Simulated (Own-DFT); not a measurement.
# One host, several defects: B20 RuSi

No measurement is shown. These are fixed-geometry runs of a retired plane-wave code named Own-DFT, which no person has reviewed; spin and spin-orbit coupling are neglected.

Common settings: PBE; PseudoDojo norm-conserving scalar-relativistic files; cutoff 50 hartree; 5 x 4 x 5 k mesh centred on Gamma; cold (Marzari-Vanderbilt) smearing of 0.2 eV.

Caveats (not all hold for every row): not probed for a lower state with spin; forces on such cells failed a check on a denser k mesh; stress not checked against mesh or cutoff.

All runs share one cell, with vectors in Å (4.709, 0.000, 4.709); (0.000, 9.417, 0.000); (-4.709, 0.000, 4.709) and a volume of 417.6 Å³. u is the rms random offset of the atoms per axis. The defect's site can differ from row to row.

| cell | formula | u (Å) | P (GPa) |
|---|---|---|---|
| no defect | Ru16Si16 | 0.0193 | 4.83 |
| no defect | Ru16Si16 | 0.0419 | 6.46 |
| no defect | Ru16Si16 | 0.0468 | 6.43 |
| one Si on a Ru site | Ru15Si17 | 0.0279 | 5.57 |
| one Si on a Ru site | Ru15Si17 | 0.0537 | 7.09 |
| one Si on a Ru site | Ru15Si17 | 0.0546 | 8.62 |
| one Si vacancy | Ru16Si15 | 0.0263 | 1.96 |
| one Si vacancy | Ru16Si15 | 0.0294 | 1.40 |
| one Si vacancy | Ru16Si15 | 0.0426 | 3.03 |
| one Si vacancy | Ru16Si15 | 0.0556 | ? |
| one Ru vacancy | Ru15Si16 | 0.0294 | 2.09 |
| one Ru vacancy | Ru15Si16 | 0.0433 | 3.67 |
| one Ru vacancy | Ru15Si16 | 0.0485 | 3.92 |
| one Ru on a Si site | Ru17Si15 | 0.0281 | 7.94 |
| one Ru on a Si site | Ru17Si15 | 0.0293 | 8.48 |
| one Ru on a Si site | Ru17Si15 | 0.0475 | 9.88 |

## Analysis

P = P0 + c u² + a shift for each defect gives P0 = 4.31 GPa, c = 1109 ± 151 GPa/Å² and a scatter of 0.43 GPa. The shifts, and each times the cell's volume:

- one Ru on a Si site: 3.01 ± 0.35 GPa, 7.8 eV
- one Si on a Ru site: 0.33 ± 0.37 GPa, 0.8 eV (not resolved)
- one Ru vacancy: -2.97 ± 0.36 GPa, -7.7 eV
- one Si vacancy: -3.43 ± 0.36 GPa, -8.9 eV

A positive shift means that the defect pushes the cell outwards. Shift times volume (160.2 GPa Å³ is 1 eV) depends little on the cell's size, so, taken for each site, it can be compared between cells at like pressure. The atoms around the defects weren't relaxed, which would change these numbers.

## Withheld run

Q: what pressure belongs in the blank (one Si vacancy, u = 0.0556 Å)?

The fitted form gives 4.32 ± 0.58 GPa. The run itself gave 3.18 GPa.
